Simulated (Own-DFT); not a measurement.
# Strain and stress in 4H SiC, 72 atoms (C36Si36)

Calculated, not measured: single-point runs of Own-DFT, a retired in-house plane-wave DFT program that no person has reviewed, on unrelaxed cells, without spin or spin-orbit coupling.

Common settings: PBE; PseudoDojo norm-conserving scalar-relativistic files; cutoff 42 hartree; 4 x 4 x 3 k mesh centred on Gamma; Fermi-Dirac smearing of 0.1 eV.

Caveats: forces on such cells passed a denser k mesh, each cell not checked; stress not checked against mesh or cutoff.

Unstrained cell vectors in Å: (9.248, 0.000, 0.000); (-4.624, 8.009, 0.000); (0.000, 0.000, 10.068). The unstrained cell has measured lattice constants (interpolated for alloys), not those of this functional. That, the random moves and any unrelaxed bonds set the pressure at no strain. A uniform strain is put on this cell, atoms riding along. Each atom got a random Gaussian move of width 0.05 Å along each axis. Stress is counted positive in tension, P = -(s_xx + s_yy + s_zz)/3, and strain components are those of the symmetric tensor.

| run | e_xx (%) | e_yy (%) | e_zz (%) | e_yz (%) | e_xz (%) | e_xy (%) | s_xx (GPa) | s_yy (GPa) | s_zz (GPa) | s_yz (GPa) | s_xz (GPa) | s_xy (GPa) | P (GPa) | E (meV/atom) |
|---|---|---|---|---|---|---|---|---|---|---|---|---|---|---|
| 1 | -0.05 | -1.23 | 0.76 | -1.19 | 0.11 | 0.73 | -5.54 | -11.08 | -3.44 | -4.79 | -0.05 | 3.67 | 6.69 | 12.5 |
| 2 | 1.02 | 0.12 | 1.64 | 1.85 | -0.74 | -1.02 | 1.26 | -2.85 | 3.34 | 5.06 | -2.37 | -3.85 | -0.58 | 26.4 |
| 3 | -1.95 | 1.39 | 1.79 | -1.79 | 0.72 | -0.42 | -15.17 | 1.18 | 4.24 | -6.26 | 3.33 | -0.79 | 3.25 | 20.0 |
| 4 | 1.74 | -0.44 | -0.05 | -1.96 | -1.57 | 1.78 | 3.60 | -9.22 | -5.29 | -6.66 | -5.25 | 9.16 | 3.64 | 45.1 |
| 5 | 0.98 | 0.94 | -0.16 | -1.20 | 0.37 | 0.65 | 2.83 | 0.89 | -7.85 | -3.77 | 1.89 | 2.44 | 1.38 | 0.0 |
| 6 | 0.81 | -1.39 | -0.30 | -1.53 | -1.40 | 1.36 | 0.07 | -15.02 | -7.08 | -5.70 | -4.80 | 6.28 | 7.34 | 17.1 |
| 7 | -1.51 | -0.54 | -0.69 | -1.60 | 0.32 | -1.58 | -16.39 | -10.59 | -9.65 | -5.47 | 1.28 | -8.52 | 12.21 | 34.7 |
| 8 | -1.94 | -1.69 | -0.77 | 0.38 | 1.98 | 0.38 | -18.37 | -20.42 | -12.32 | 0.26 | 6.88 | 2.36 | 17.04 | 67.0 |
| 9 | 1.07 | -1.32 | -0.80 | 1.54 | 0.39 | 0.63 | -0.28 | -11.93 | -13.53 | 4.15 | 2.22 | 3.78 | 8.58 | 44.3 |
| 10 | 1.63 | -1.16 | -0.95 | 1.09 | 0.64 | -1.45 | 3.57 | -12.80 | -12.65 | 4.30 | 2.26 | -5.58 | 7.29 | 39.9 |
| 11 | -1.57 | -0.96 | -0.91 | -0.03 | -0.28 | -1.41 | -13.98 | -11.81 | -13.78 | -0.57 | -0.36 | -5.63 | 13.19 | 26.2 |
| 12 | -1.20 | -0.79 | -0.11 | -1.79 | 0.67 | -0.10 | -13.87 | -10.64 | -7.49 | -5.91 | 2.64 | 2.11 | 10.67 | 30.0 |
| 13 | 0.33 | -1.98 | -0.20 | 1.11 | 1.86 | 1.17 | -4.97 | -17.37 | -9.38 | 3.20 | 6.10 | 4.85 | 10.57 | 62.8 |
| 14 | 0.02 | 0.07 | -1.69 | 0.16 | 1.68 | -1.30 | -6.07 | -4.22 | -19.09 | 0.90 | 6.55 | -4.95 | 9.79 | 42.5 |
| 15 | 1.79 | 1.84 | -0.60 | -0.94 | -1.22 | -1.00 | 5.28 | 6.30 | -7.90 | -3.13 | -4.44 | -4.71 | -1.23 | 4.9 |
| 16 | -1.70 | -0.28 | 0.91 | 0.70 | 0.37 | -0.71 | -14.93 | -8.01 | -1.99 | 2.45 | 0.85 | -3.32 | 8.31 | 33.2 |
| 17 | 0.03 | 0.31 | 0.32 | -1.62 | -1.22 | -1.63 | ? | ? | ? | ? | ? | ? | ? | ? |

E is the free energy per atom, counted from the lowest run shown.

## Fit

Each stress component was fitted by least squares to a constant and the strains of the runs shown, as fractions, with shears doubled. Shear strains stay in the fit of a normal stress only where such slopes are resolved. The slopes, in GPa:

| stress | at no strain | per e_xx | per e_yy | per e_zz | scatter |
|---|---|---|---|---|---|
| s_xx | -5.3 | 594 ± 20 | 53 ± 27 | 48 ± 31 | 1.08 |
| s_yy | -5.7 | 71 ± 28 | 614 ± 37 | 36 ± 43 | 1.48 |
| s_zz | -6.7 | 28 ± 25 | 48 ± 32 | 620 ± 38 | 1.30 |

The slope of each shear stress on twice its own strain, from a fit on all six strains: yz 154 ± 7, xz 173 ± 9, xy 223 ± 21 GPa. These are stiffnesses along x, y and z of the frame in which the cell vectors are given, with the crystal's c axis along z: C11, C12, C13 and C33. Hexagonal symmetry asks that xx and yy behave alike, which is a second check on the noise. The atoms are held to the strained lattice; where symmetry lets them move under strain, relaxing them would lower some slopes. The table should be nearly symmetric about its diagonal, and what it lacks of that shows the noise. A ninth of the table's sum, 235 ± 5 GPa, estimates the bulk modulus near the mean pressure of these runs, 7.4 GPa, so it lies above the value at zero pressure.

## Prediction

Q: what normal stresses and pressure should run 17 give?

The fitted form gives s_xx = -4.8, s_yy = -3.6, s_zz = -4.5 and P = 4.3 GPa. The hidden result is -5.05, -3.51, -4.38 and P = 4.31 GPa.
